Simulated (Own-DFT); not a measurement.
# Computed records: SiC (4H silicon carbide, atoms displaced), Si₃N₄ (beta silicon nitride, strained, atoms displaced), SiC (3C silicon carbide, atoms displaced)

A calculation, not a measurement: plane-wave PBE density functional theory by an unreviewed code, no spin, of a simulated periodic cell, stress positive in tension, free energy of the whole cell less one offset for each atom, forces on such cells passed a denser k mesh, this cell's mesh not checked; offsets are fitted by least squares, one for each functional and potential file, so energies compare only between cells with the same atoms and settings and are not formation energies; the far tail of each file's local potential was reset to the Coulomb form; each entry is a single point on an unrelaxed cell, so the pressure reflects the starting lattice, mostly measured values (interpolated for alloys), from which strain is counted, and rises with the displacements; printed positions are rounded, which can move forces by about a meV/angstrom; the program, named Own-DFT, is a retired in-house code; no spin-orbit coupling. Program: Own-DFT development build.

Settings shared by all entries: functional PBE; potential files PseudoDojo norm-conserving, scalar-relativistic, standard set; wave cutoff 42 hartree; occupations Fermi-Dirac; smearing width 0.1 eV.

(1) 
```cif
# cell vector a (Å): 12.3308 0.0000 0.0000
# cell vector b (Å): -6.1654 10.6788 0.0000
# cell vector c (Å): 0.0000 0.0000 10.0681
data_SiC
_symmetry_space_group_name_H-M 'P 1'
_symmetry_Int_Tables_number 1
_cell_length_a 12.3308
_cell_length_b 12.3308
_cell_length_c 10.0681
_cell_angle_alpha 90.000
_cell_angle_beta 90.000
_cell_angle_gamma 120.000
_cell_volume 1325.75
loop_
_atom_site_label
_atom_site_type_symbol
_atom_site_fract_x
_atom_site_fract_y
_atom_site_fract_z
_atom_site_occupancy
Si1 Si 0.00071 0.99904 0.39985 1
Si2 Si 0.08057 0.16965 0.15351 1
C1 C 0.99968 0.00189 0.09464 1
C2 C 0.08183 0.16769 0.34441 1
Si3 Si 0.99895 0.24711 0.40385 1
Si4 Si 0.08167 0.41998 0.15424 1
C3 C 0.00169 0.25136 0.09108 1
C4 C 0.08371 0.41846 0.34270 1
Si5 Si 0.99783 0.49613 0.40895 1
Si6 Si 0.08497 0.67040 0.15834 1
C5 C 0.99838 0.50271 0.09152 1
C6 C 0.08529 0.66684 0.34368 1
Si7 Si 0.99805 0.75016 0.40775 1
Si8 Si 0.08049 0.91681 0.15651 1
C7 C 0.00076 0.74943 0.09948 1
C8 C 0.08437 0.91691 0.34374 1
Si9 Si 0.25424 0.99921 0.40311 1
Si10 Si 0.33123 0.16489 0.15635 1
C9 C 0.24941 0.99496 0.09746 1
C10 C 0.33662 0.16659 0.33788 1
Si11 Si 0.26002 0.25369 0.40972 1
Si12 Si 0.33351 0.41602 0.15699 1
C11 C 0.24719 0.24983 0.09732 1
C12 C 0.33520 0.41729 0.34309 1
Si13 Si 0.25359 0.50214 0.40209 1
Si14 Si 0.34296 0.67011 0.15435 1
C13 C 0.24211 0.49989 0.09265 1
C14 C 0.33186 0.66319 0.34700 1
Si15 Si 0.25642 0.75720 0.40884 1
Si16 Si 0.33646 0.91987 0.15447 1
C15 C 0.25501 0.74983 0.09657 1
C16 C 0.32788 0.91087 0.34283 1
Si17 Si 0.50025 0.99810 0.40489 1
Si18 Si 0.58576 0.16619 0.14918 1
C17 C 0.49684 0.00194 0.09018 1
C18 C 0.58194 0.16857 0.34339 1
Si19 Si 0.50403 0.25324 0.40951 1
Si20 Si 0.58054 0.41926 0.15873 1
C19 C 0.49511 0.24897 0.09387 1
C20 C 0.58350 0.41516 0.34862 1
Si21 Si 0.49592 0.50118 0.40481 1
Si22 Si 0.58505 0.67008 0.15624 1
C21 C 0.49933 0.49588 0.09475 1
C22 C 0.58485 0.66714 0.34249 1
Si23 Si 0.49960 0.75278 0.40346 1
Si24 Si 0.58572 0.91548 0.15954 1
C23 C 0.50155 0.75510 0.09356 1
C24 C 0.58563 0.91538 0.34197 1
Si25 Si 0.75117 0.00264 0.40847 1
Si26 Si 0.83550 0.16755 0.15474 1
C25 C 0.74669 0.00006 0.08711 1
C26 C 0.83450 0.16928 0.34365 1
Si27 Si 0.75405 0.24790 0.40710 1
Si28 Si 0.83366 0.41609 0.15388 1
C27 C 0.75198 0.24665 0.08698 1
C28 C 0.82989 0.41236 0.34350 1
Si29 Si 0.74789 0.49858 0.40712 1
Si30 Si 0.83490 0.66771 0.15098 1
C29 C 0.75316 0.50388 0.09408 1
C30 C 0.83725 0.66698 0.34504 1
Si31 Si 0.74946 0.75206 0.40525 1
Si32 Si 0.83237 0.91398 0.15580 1
C31 C 0.74567 0.74837 0.08957 1
C32 C 0.83342 0.91351 0.34176 1
Si33 Si 0.99746 0.99975 0.90434 1
Si34 Si 0.91465 0.83544 0.66000 1
C33 C 0.99889 0.99837 0.59412 1
C34 C 0.91437 0.83282 0.84103 1
Si35 Si 0.99697 0.74813 0.90867 1
Si36 Si 0.91793 0.58255 0.65684 1
C35 C 0.00337 0.74880 0.59591 1
C36 C 0.92412 0.58606 0.84708 1
Si37 Si 0.00111 0.50373 0.90520 1
Si38 Si 0.91716 0.33348 0.66126 1
C37 C 0.99741 0.49670 0.59047 1
C38 C 0.91837 0.33381 0.84331 1
Si39 Si 0.00285 0.25324 0.90235 1
Si40 Si 0.91702 0.07935 0.65196 1
C39 C 0.00164 0.25210 0.58865 1
C40 C 0.91778 0.08343 0.84593 1
Si41 Si 0.74490 0.99967 0.90392 1
Si42 Si 0.66208 0.83452 0.65625 1
C41 C 0.74905 0.00353 0.59924 1
C42 C 0.66523 0.83040 0.83673 1
Si43 Si 0.74827 0.74711 0.90606 1
Si44 Si 0.66568 0.58459 0.65752 1
C43 C 0.75388 0.75327 0.59352 1
C44 C 0.66678 0.58361 0.84324 1
Si45 Si 0.75125 0.50302 0.90122 1
Si46 Si 0.66585 0.33003 0.65188 1
C45 C 0.75079 0.50217 0.59448 1
C46 C 0.66431 0.33140 0.84063 1
Si47 Si 0.74932 0.24608 0.90473 1
Si48 Si 0.66852 0.08745 0.65218 1
C47 C 0.75409 0.25234 0.59679 1
C48 C 0.67188 0.08597 0.84309 1
Si49 Si 0.49904 0.00454 0.90489 1
Si50 Si 0.41464 0.83257 0.66074 1
C49 C 0.49915 0.99680 0.59298 1
C50 C 0.41404 0.82796 0.84510 1
Si51 Si 0.49967 0.75024 0.90741 1
Si52 Si 0.41373 0.58233 0.66035 1
C51 C 0.49842 0.75072 0.58607 1
C52 C 0.41522 0.58126 0.84839 1
Si53 Si 0.49419 0.49969 0.90656 1
Si54 Si 0.41776 0.33540 0.65572 1
C53 C 0.50032 0.50526 0.59287 1
C54 C 0.42066 0.33167 0.84605 1
Si55 Si 0.49860 0.25115 0.91073 1
Si56 Si 0.42054 0.08921 0.65568 1
C55 C 0.50253 0.24642 0.59418 1
C56 C 0.41935 0.08176 0.84645 1
Si57 Si 0.25041 0.00063 0.90747 1
Si58 Si 0.16622 0.83680 0.65824 1
C57 C 0.25401 0.00195 0.59128 1
C58 C 0.16140 0.82927 0.84641 1
Si59 Si 0.24751 0.74462 0.90436 1
Si60 Si 0.16586 0.58303 0.65396 1
C59 C 0.25002 0.74591 0.58776 1
C60 C 0.16430 0.58129 0.84349 1
Si61 Si 0.24648 0.49521 0.91391 1
Si62 Si 0.17052 0.33817 0.65848 1
C61 C 0.24916 0.49753 0.59104 1
C62 C 0.16871 0.33266 0.84011 1
Si63 Si 0.25065 0.25086 0.90514 1
Si64 Si 0.16944 0.08789 0.65653 1
C63 C 0.24708 0.24663 0.59099 1
C64 C 0.16828 0.08531 0.84486 1
_calc_hardware 'one NVIDIA H200'
_calc_k_mesh '3 x 3 x 3 centred on Gamma'
_calc_free_energy_of_cell_above_offsets '-18.630'  # eV
_calc_pressure 3.77  # GPa
_calc_stress_xx -3.14  # GPa
_calc_stress_yy -3.28  # GPa
_calc_stress_zz -4.91  # GPa
_calc_stress_yz 0.65  # GPa
_calc_stress_xz -0.3  # GPa
_calc_stress_xy 0.23  # GPa
_calc_wall_time 519.3  # s
```

Force:
```tsv
element	x (eV/Å)	y (eV/Å)	z (eV/Å)
Si	0.089	0.402	1.104
Si	0.894	-0.518	0.999
C	-0.053	-0.416	-0.523
C	1.211	-0.12	-0.405
Si	0.293	1.48	0.284
Si	-0.602	-0.503	0.773
C	-0.752	0.569	-0.207
C	0.398	-0.628	-0.037
Si	-0.121	0.993	-1.411
Si	1.061	-0.695	0.263
C	0.439	-0.02	0.155
C	-0.266	0.035	0.885
Si	1.434	-0.086	0.009
Si	0.723	0.042	0.204
C	-0.629	0.769	-1.549
C	0.167	0.092	0.131
Si	-1.276	0.368	0.287
Si	-0.12	-0.149	-0.557
C	-1.196	1.14	-0.836
C	0.005	0.204	1.914
Si	-1.759	-1.29	-1.564
Si	-0.776	-0.072	-0.321
C	0.436	-0.019	-1.009
C	-0.372	-0.109	0.049
Si	-1.001	-1.137	0.741
Si	-2.667	-1.032	0.957
C	2.58	0.429	1.021
C	0.563	1.739	-1.241
Si	-0.889	-3.161	-1.115
Si	-0.16	-1.537	0.283
C	-0.672	0.223	-0.787
C	1.612	2.177	-0.486
Si	-0.601	0.5	-0.121
Si	-0.894	0.545	1.213
C	1.619	-0.351	0.589
C	1.429	-0.742	-0.146
Si	-0.341	-1.141	-1.025
Si	1.913	-0.989	-0.003
C	1.088	0.614	0.291
C	-1.066	0.918	-0.478
Si	1.598	0.402	0.334
Si	-0.228	-1.046	-0.085
C	-1.513	1.701	-0.364
C	-0.629	0.213	0.08
Si	0.486	-1.248	0.094
Si	-1.049	1.378	-1.298
C	1.427	-0.814	-0.291
C	-0.468	0.746	0.548
Si	0.559	-0.491	-0.13
Si	-0.111	-0.421	-0.394
C	0.929	-0.208	1.531
C	0.537	-1.198	-0.504
Si	-1.864	0.621	0.004
Si	-0.352	-0.033	0.189
C	-0.631	0.844	1.096
C	0.282	0.426	0.016
Si	0.824	0.653	-0.167
Si	-0.319	-0.123	1.62
C	-0.768	-1.186	-0.622
C	-1.672	-0.27	-0.609
Si	1.123	-0.989	0.438
Si	-0.594	0.671	-0.724
C	1.052	0.364	0.494
C	-0.799	1.062	0.231
Si	0.537	0.044	0.452
Si	1.328	-0.658	-1.35
C	0.71	0.262	-0.711
C	0.24	-0.145	1.666
Si	0.232	0.775	0.072
Si	0.006	0.328	-0.107
C	-1.399	0.505	-0.131
C	-2.125	-0.433	-1.011
Si	0.58	-1.248	0.518
Si	0.74	-0.062	-1.311
C	0.172	0.329	1.327
C	-0.339	0.397	0.673
Si	-0.154	-0.995	0.282
Si	-0.515	1.554	0.988
C	0.065	-0.521	1.324
C	-0.747	0.136	-0.752
Si	1.774	-0.445	-0.5
Si	0.879	-0.38	-1.218
C	0.656	-0.672	-1.467
C	-0.528	0.287	1.972
Si	-0.373	0.739	-0.932
Si	0.413	0.447	-0.654
C	-1.393	-0.364	-0.1
C	-0.712	-0.272	0.238
Si	0.579	-1.054	0.75
Si	0.288	1.269	0.968
C	-0.119	-0.654	0.176
C	0.478	0.249	0.653
Si	-0.146	1.469	-0.638
Si	-0.397	-0.603	1.022
C	-0.398	-0.329	-0.956
C	-1.85	-0.841	-0.714
Si	1.958	-1.612	0.06
Si	0.315	-0.395	-1.259
C	-0.163	0.926	0.2
C	-0.224	1.211	0.085
Si	0.377	0.023	-0.554
Si	-0.076	0.706	-0.998
C	0.025	-0.189	1.871
C	-0.979	0.398	-0.082
Si	2.196	-0.499	0.256
Si	0.337	-0.299	0.096
C	0.139	-1.022	0.262
C	-1.889	0.681	-0.725
Si	1.317	-0.453	-0.621
Si	0.255	-2.331	0.44
C	-1.271	1.687	-0.436
C	-1.889	1.126	-0.885
Si	0.167	-0.726	0.099
Si	0.92	-0.775	-0.397
C	-0.508	0.337	0.476
C	0.834	0.989	-0.077
Si	-0.314	0.877	0.999
Si	0.015	-0.506	-0.172
C	-0.541	1.282	2.184
C	0.814	-0.313	-0.279
Si	-0.258	0.821	-2.001
Si	-0.629	-1.351	-1.644
C	0.063	0.882	0.311
C	-0.15	0.349	1.114
Si	0.397	-0.193	0.65
Si	0.007	-1.717	-0.237
C	0.789	1.763	0.936
C	-0.076	-0.367	-0.019
```

(2) 
```cif
# cell vector a (Å): 7.5314 -0.0885 0.0880
# cell vector b (Å): -3.8423 6.6211 -0.0238
# cell vector c (Å): 0.1010 0.0268 8.8022
data_Si3N4
_symmetry_space_group_name_H-M 'P 1'
_symmetry_Int_Tables_number 1
_cell_length_a 7.5324
_cell_length_b 7.6552
_cell_length_c 8.8028
_cell_angle_alpha 90.357
_cell_angle_beta 88.675
_cell_angle_gamma 120.800
_cell_volume 435.88
loop_
_atom_site_label
_atom_site_type_symbol
_atom_site_fract_x
_atom_site_fract_y
_atom_site_fract_z
_atom_site_occupancy
Si1 Si 0.16733 0.75910 0.09130 1
Si2 Si 0.23450 0.40828 0.08996 1
Si3 Si 0.60364 0.83980 0.09047 1
Si4 Si 0.82215 0.23191 0.24100 1
Si5 Si 0.78422 0.60213 0.24328 1
Si6 Si 0.39947 0.16136 0.25523 1
N1 N 0.33142 0.03071 0.08457 1
N2 N 0.96431 0.29242 0.07497 1
N3 N 0.69409 0.66295 0.08130 1
N4 N 0.67036 0.96093 0.25868 1
N5 N 0.04329 0.70188 0.25453 1
N6 N 0.30522 0.34014 0.24952 1
N7 N 0.32774 0.66239 0.08079 1
N8 N 0.67301 0.33094 0.25161 1
Si7 Si 0.16204 0.76349 0.41673 1
Si8 Si 0.21352 0.38486 0.40657 1
Si9 Si 0.60363 0.82169 0.42583 1
Si10 Si 0.83300 0.24068 0.58790 1
Si11 Si 0.78137 0.59286 0.57342 1
Si12 Si 0.40381 0.18066 0.59229 1
N9 N 0.33863 0.04624 0.41563 1
N10 N 0.96309 0.29371 0.42015 1
N11 N 0.70168 0.67169 0.41715 1
N12 N 0.67210 0.97131 0.58438 1
N13 N 0.03450 0.71317 0.58606 1
N14 N 0.29862 0.33141 0.58756 1
N15 N 0.34045 0.67423 0.41292 1
N16 N 0.67366 0.33624 0.58356 1
Si13 Si 0.16814 0.77780 0.75337 1
Si14 Si 0.22867 0.40799 0.74887 1
Si15 Si 0.60386 0.82861 0.75957 1
Si16 Si 0.82310 0.22513 0.92298 1
Si17 Si 0.75887 0.58595 0.91513 1
Si18 Si 0.39702 0.17572 0.91728 1
N17 N 0.33848 0.02920 0.74385 1
N18 N 0.97059 0.30215 0.74475 1
N19 N 0.69987 0.67231 0.75678 1
N20 N 0.66303 0.97661 0.91504 1
N21 N 0.02503 0.70313 0.90655 1
N22 N 0.30768 0.33517 0.91875 1
N23 N 0.34057 0.66549 0.74912 1
N24 N 0.69547 0.35685 0.91551 1
_calc_k_mesh '3 x 3 x 3 centred on Gamma'
_calc_free_energy_of_cell_above_offsets '-2.096'  # eV
_calc_pressure 9.49  # GPa
_calc_stress_xx -11.97  # GPa
_calc_stress_yy -8.52  # GPa
_calc_stress_zz -7.98  # GPa
_calc_stress_yz 1.66  # GPa
_calc_stress_xz 3.55  # GPa
_calc_stress_xy -2.61  # GPa
```

Force:
```tsv
element	x (eV/Å)	y (eV/Å)	z (eV/Å)
Si	1.819	1.793	-5.149
Si	0.248	0.066	-2.245
Si	-0.558	-2.881	-1.128
Si	1.251	-1.843	2.868
Si	-3.311	-1.924	0.951
Si	0.135	3.731	-2.802
N	-0.359	-0.884	0.001
N	2.047	0.879	2.612
N	0.004	1.246	1.195
N	0.397	2.537	-1.236
N	-2.892	-1.2	-0.273
N	1.798	-2.238	-1.119
N	0.674	1.208	0.295
N	-2.207	1.692	-0.497
Si	5.562	2.716	2.128
Si	1.639	4.313	4.069
Si	-2.635	0.89	0.222
Si	-1.087	-2.846	-0.562
Si	-4.162	-0.073	2.606
Si	0.893	0.611	-2.953
N	-0.952	-3.702	3.195
N	-0.814	-0.021	-2.744
N	3.258	-1.587	-0.963
N	0.603	0.561	1.419
N	0.82	0.178	-0.453
N	-0.195	-0.397	-1.799
N	-1.79	-2.328	0.163
N	-1.018	0.258	0.087
Si	4.06	-1.513	-1.71
Si	1.197	1.096	0.687
Si	-1.319	-0.628	-3.052
Si	-0.713	2.52	-3.981
Si	-0.695	4.515	-0.638
Si	2.894	-0.058	-0.332
N	-0.472	1.418	2.69
N	-0.194	-0.418	2.615
N	1.379	-0.692	-1.767
N	0.39	-1.222	2.382
N	0.223	0.432	4.735
N	-1.643	0.261	-0.245
N	-2.434	1.133	0.415
N	-1.843	-7.596	0.312
```

(3) 
```cif
# cell vector a (Å): 6.1654 0.0000 0.0000
# cell vector b (Å): -3.0827 5.3394 0.0000
# cell vector c (Å): 0.0000 0.0000 10.0681
data_SiC
_symmetry_space_group_name_H-M 'P 1'
_symmetry_Int_Tables_number 1
_cell_length_a 6.1654
_cell_length_b 6.1654
_cell_length_c 10.0681
_cell_angle_alpha 90.000
_cell_angle_beta 90.000
_cell_angle_gamma 120.000
_cell_volume 331.44
loop_
_atom_site_label
_atom_site_type_symbol
_atom_site_fract_x
_atom_site_fract_y
_atom_site_fract_z
_atom_site_occupancy
Si1 Si 0.01490 0.01053 0.39540 1
Si2 Si 0.17182 0.34966 0.14357 1
C1 C 0.99501 0.99227 0.11049 1
C2 C 0.15007 0.30974 0.33401 1
Si3 Si 0.00191 0.49953 0.39655 1
Si4 Si 0.15670 0.82938 0.16694 1
C3 C 0.01073 0.50236 0.10952 1
C4 C 0.16321 0.85613 0.34265 1
Si5 Si 0.48885 0.99635 0.40882 1
Si6 Si 0.66013 0.33738 0.15077 1
C5 C 0.47420 0.99670 0.08993 1
C6 C 0.67903 0.34498 0.33956 1
Si7 Si 0.51990 0.52733 0.40389 1
Si8 Si 0.64291 0.79340 0.14970 1
C7 C 0.47925 0.49659 0.07283 1
C8 C 0.66532 0.83348 0.33386 1
Si9 Si 0.00829 0.99221 0.89662 1
Si10 Si 0.82722 0.67569 0.65232 1
C9 C 0.01002 0.02461 0.59186 1
C10 C 0.84195 0.66820 0.83297 1
Si11 Si 0.01530 0.49620 0.89356 1
Si12 Si 0.83649 0.17995 0.68003 1
C11 C 0.03257 0.50626 0.60725 1
C12 C 0.84596 0.19950 0.84366 1
Si13 Si 0.48770 0.01620 0.89496 1
Si14 Si 0.32173 0.65826 0.64496 1
C13 C 0.49673 0.98949 0.61137 1
C14 C 0.34966 0.67146 0.83928 1
Si15 Si 0.51095 0.50667 0.89901 1
Si16 Si 0.30560 0.15320 0.65313 1
C15 C 0.48927 0.48326 0.59434 1
C16 C 0.33481 0.13721 0.84799 1
_calc_hardware 'one NVIDIA H100'
_calc_k_mesh '5 x 5 x 3 centred on Gamma'
_calc_stress_zz ?
```

(4) 
```cif
# cell vector a (Å): 8.7192 0.0000 0.0000
# cell vector b (Å): 0.0000 8.7192 0.0000
# cell vector c (Å): 0.0000 0.0000 8.7192
data_SiC
_symmetry_space_group_name_H-M 'P 1'
_symmetry_Int_Tables_number 1
_cell_length_a 8.7192
_cell_length_b 8.7192
_cell_length_c 8.7192
_cell_angle_alpha 90.000
_cell_angle_beta 90.000
_cell_angle_gamma 90.000
_cell_volume 662.87
loop_
_atom_site_label
_atom_site_type_symbol
_atom_site_fract_x
_atom_site_fract_y
_atom_site_fract_z
_atom_site_occupancy
Si1 Si 0.99712 0.00128 0.00078 1
Si2 Si 0.99954 0.25149 0.25068 1
Si3 Si 0.24818 0.00038 0.25642 1
Si4 Si 0.24976 0.24714 0.99885 1
C1 C 0.12697 0.12409 0.12443 1
C2 C 0.12705 0.37573 0.37963 1
C3 C 0.37880 0.12687 0.37432 1
C4 C 0.37608 0.37398 0.12806 1
Si5 Si 0.00107 0.00638 0.49860 1
Si6 Si 0.00140 0.25060 0.75315 1
Si7 Si 0.25368 0.00100 0.75427 1
Si8 Si 0.24959 0.25080 0.49651 1
C5 C 0.12342 0.12361 0.62593 1
C6 C 0.12667 0.37786 0.87578 1
C7 C 0.37752 0.12372 0.87425 1
C8 C 0.37467 0.37722 0.62740 1
Si9 Si 0.99997 0.49789 0.00622 1
Si10 Si 0.00164 0.74975 0.24942 1
Si11 Si 0.25180 0.49757 0.24819 1
Si12 Si 0.24739 0.75635 0.00025 1
C9 C 0.12864 0.61748 0.12521 1
C10 C 0.12115 0.87882 0.37631 1
C11 C 0.36857 0.62771 0.36712 1
C12 C 0.36688 0.87519 0.12618 1
Si13 Si 0.00326 0.49923 0.50286 1
Si14 Si 0.00353 0.75430 0.74644 1
Si15 Si 0.24912 0.50370 0.74906 1
Si16 Si 0.25538 0.74560 0.50014 1
C13 C 0.13096 0.62274 0.62776 1
C14 C 0.12399 0.87503 0.87375 1
C15 C 0.37594 0.62633 0.87593 1
C16 C 0.37446 0.87360 0.61988 1
Si17 Si 0.50411 0.00591 0.99503 1
Si18 Si 0.49815 0.24795 0.24373 1
Si19 Si 0.74916 0.99935 0.25019 1
Si20 Si 0.74347 0.25221 0.00096 1
C17 C 0.62454 0.12876 0.12692 1
C18 C 0.62692 0.37381 0.37447 1
C19 C 0.87803 0.12235 0.37245 1
C20 C 0.87389 0.37134 0.12875 1
Si21 Si 0.49899 0.99917 0.50202 1
Si22 Si 0.50171 0.25055 0.74874 1
Si23 Si 0.74131 0.99906 0.75335 1
Si24 Si 0.75424 0.24992 0.49671 1
C21 C 0.62320 0.12619 0.62407 1
C22 C 0.62509 0.37837 0.87306 1
C23 C 0.87820 0.13003 0.87484 1
C24 C 0.87447 0.37530 0.62489 1
Si25 Si 0.49844 0.50172 0.99930 1
Si26 Si 0.50736 0.75454 0.24789 1
Si27 Si 0.74970 0.50110 0.24197 1
Si28 Si 0.74345 0.74757 0.00125 1
C25 C 0.62806 0.62834 0.12704 1
C26 C 0.62919 0.87564 0.36997 1
C27 C 0.87486 0.62866 0.38422 1
C28 C 0.87521 0.86932 0.12352 1
Si29 Si 0.49201 0.49563 0.49647 1
Si30 Si 0.49650 0.75294 0.75310 1
Si31 Si 0.75225 0.50672 0.74835 1
Si32 Si 0.74267 0.74838 0.50342 1
C29 C 0.62541 0.62213 0.62857 1
C30 C 0.62587 0.88395 0.87499 1
C31 C 0.87009 0.62867 0.87467 1
C32 C 0.88203 0.87623 0.62828 1
_calc_k_mesh '4 x 4 x 4 centred on Gamma'
_calc_stress_xx ?
```

Question: What stress zz does the calculation give for SiC (4H silicon carbide, atoms displaced) (entry 3)?
Answer: -9.43 GPa

Question: Give the table of force values for SiC (4H silicon carbide, atoms displaced) (entry 3).
Answer: 
Force:
```tsv
element	x (eV/Å)	y (eV/Å)	z (eV/Å)
Si	-4.042	-0.657	2.577
Si	0.545	-4.511	2.594
C	-1.386	-0.005	-3.794
C	1.121	5.822	-0.303
Si	1.054	0.005	1.563
Si	0.691	0.967	-3.027
C	-3.788	0.851	-3.586
C	3.847	-3.392	1.701
Si	1.5	1.46	0.115
Si	0.886	-1.434	0.074
C	2.156	0.222	-0.071
C	-1.893	-0.753	0.748
Si	-0.63	-3.973	0.404
Si	-0.771	5.581	-0.199
C	2.664	-1.015	2.465
C	-0.698	0.773	1.524
Si	-1.426	0.296	3.193
Si	1.557	-0.438	-1.217
C	-3.46	-3.292	-0.879
C	-0.313	-0.458	1.679
Si	-0.284	5.416	3.269
Si	0.17	-0.632	-8.049
C	-9.334	-3.614	-4.355
C	0.493	-5.851	4.168
Si	9.973	-5.917	5.257
Si	6.731	3.126	3.875
C	-0.298	2.039	-2.914
C	-0.449	-0.008	-0.473
Si	-0.141	-0.678	-2.076
Si	4.729	1.224	1.408
C	0.639	1.678	-0.819
C	-9.84	7.163	-4.853
```

Question: Give the missing stress xx for SiC (3C silicon carbide, atoms displaced) (entry 4).
Answer: -3.6 GPa

Further results for SiC (4H silicon carbide, atoms displaced) (entry 3):

```
free energy of cell above offsets : 4.585 eV
pressure                          : 11.34 GPa
stress xx                         : -14.23 GPa
stress yy                         : -10.37 GPa
stress yz                         : -0.79 GPa
stress xz                         : -2.62 GPa
stress xy                         : 0.55 GPa
wall time                         : 122.5 s
```

Further results for SiC (3C silicon carbide, atoms displaced) (entry 4):

```
free energy of cell above offsets : -9.503 eV
pressure                          : 3.73 GPa
stress yy                         : -3.78 GPa
stress zz                         : -3.81 GPa
stress yz                         : 0.65 GPa
stress xz                         : -0.19 GPa
stress xy                         : 0.21 GPa
```

Force:
```tsv
element	x (eV/Å)	y (eV/Å)	z (eV/Å)
Si	0.196	-0.235	-0.181
Si	0.613	-0.418	0.074
Si	0.213	0.088	-0.761
Si	0.105	0.634	0.171
C	-0.454	0.23	0.381
C	-0.371	0.017	-1.198
C	-0.594	-0.363	0.155
C	-0.175	0.001	-1.21
Si	-0.276	-1.416	0.731
Si	-0.067	0.423	-0.69
Si	-0.941	-0.373	-1.251
Si	0.4	-0.42	1.289
C	0.969	0.688	0.166
C	-0.085	-0.341	0.122
C	-0.038	0.835	-0.145
C	-0.444	-0.65	-0.315
Si	-0.399	0.285	-1.256
Si	-0.193	-0.437	0.741
Si	-0.449	-0.011	0.303
Si	0.059	-1.489	0.056
C	-0.675	1.407	-0.016
C	0.83	-0.812	0.223
C	1.885	-0.358	0.706
C	2.053	0.722	-0.088
Si	-0.641	0.413	-0.006
Si	-0.414	-0.936	0.736
Si	0.695	-0.816	0.927
Si	-1.589	0.872	-0.554
C	-0.876	0.822	-0.649
C	0.282	0.559	0.357
C	-0.482	0.524	0.258
C	0.268	0.21	1.189
Si	-1.179	-0.726	1.707
Si	0.576	0.627	1.732
Si	0.975	0.123	-0.593
Si	1.45	0.014	-0.533
C	0.177	-1.039	-0.652
C	-0.628	0.186	-0.739
C	-0.614	0.66	0.034
C	-0.095	0.576	-0.767
Si	0.441	0.377	-0.91
Si	-0.266	0.539	-0.062
Si	3.033	1.186	-1.34
Si	-0.553	0.103	0.373
C	0.42	-0.278	-0.12
C	-0.136	-0.065	0.303
C	-1.516	-0.702	0.607
C	0.446	-0.042	0.273
Si	0.179	-0.141	0.214
Si	-2.071	-0.363	-0.046
Si	0.555	-0.07	2.64
Si	1.46	1.084	-0.803
C	-1.167	-0.686	-0.743
C	-0.904	0.189	1.471
C	0.142	-0.75	-1.626
C	-0.444	0.884	-0.037
Si	1.369	0.816	0.067
Si	0.749	-0.406	-0.593
Si	-0.031	-1.368	0.237
Si	1.74	0.512	0.083
C	-1.562	0.884	-0.73
C	-1.064	-2.121	0.765
C	1.218	-0.24	0.32
C	-2.102	0.584	-0.798
```
